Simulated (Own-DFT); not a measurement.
# What random displacements cost in zincblende GaP, 96 atoms (Ga48P48)

All numbers below are calculated, not measured. The program, named Own-DFT, is a retired in-house plane-wave density functional code that no person has reviewed. Each row is one single-point run on a periodic cell that was not relaxed, without spin or spin-orbit coupling.

Settings of every run: PBE; PseudoDojo norm-conserving scalar-relativistic files; cutoff 42 hartree; 2 x 3 x 3 k mesh centred on Gamma; Fermi-Dirac smearing of 0.1 eV.

Known limits, some of them of some rows only: forces on such cells moved up to 12 meV/angstrom on a denser k mesh; forces on such cells passed a denser k mesh, each cell not checked; stress not checked against mesh or cutoff.

Cell vectors in Å: (16.352, 0.000, 0.000); (0.000, 10.901, 0.000); (0.000, 0.000, 10.901). In each run every atom was moved at random and independently from its ideal site; u is the rms move along one axis. E is the free energy for each atom above the fitted value at u = 0, and F the rms of the force components.

```
run,u (Å),E (meV/atom),F (eV/Å),largest force (eV/Å),P (GPa)
1,0.0196,7.0,0.269,0.93,2.71
2,0.0197,?,?,?,?
3,0.0204,7.5,0.281,1.02,2.71
4,0.0475,41.2,0.704,2.79,3.20
5,0.0498,50.6,0.798,3.89,3.38
6,0.0503,41.0,0.674,2.64,3.20
7,0.0960,158.9,1.406,7.54,4.85
8,0.1023,200.6,1.737,8.50,5.50
9,0.1349,340.9,2.401,9.42,7.72
10,0.2003,657.0,3.394,13.88,12.44
```

## Worked fit

For small independent moves the energy grows as E = (3/2) K u², with K the mean stiffness felt by one atom. The runs with u up to 0.11 Å give K = 12.2 ± 0.5 eV/Å², with residuals divided by u² + 0.0006 Å², since the noise grows with the moves. The scatter is 3.8 meV/atom at u = 0.05 Å. The forces follow F = G u with G = 14.8 eV/Å²; no force at u = 0 is resolved. G exceeds K because the moves of its neighbours add to the force on an atom, and stiffness differs between atoms. At u = 0.200 Å the parabola gives 732 meV/atom and the run 657. The pressure follows P = 2.61 + 262 u² GPa: at fixed volume, shortened bonds push harder than stretched ones pull.

## Withheld run

Question: what energy and rms force should run 2 give?

The fit gives 7 ± 1 meV/atom and about 0.29 eV/Å. The calculation gave 7.0 meV/atom and 0.274 eV/Å.
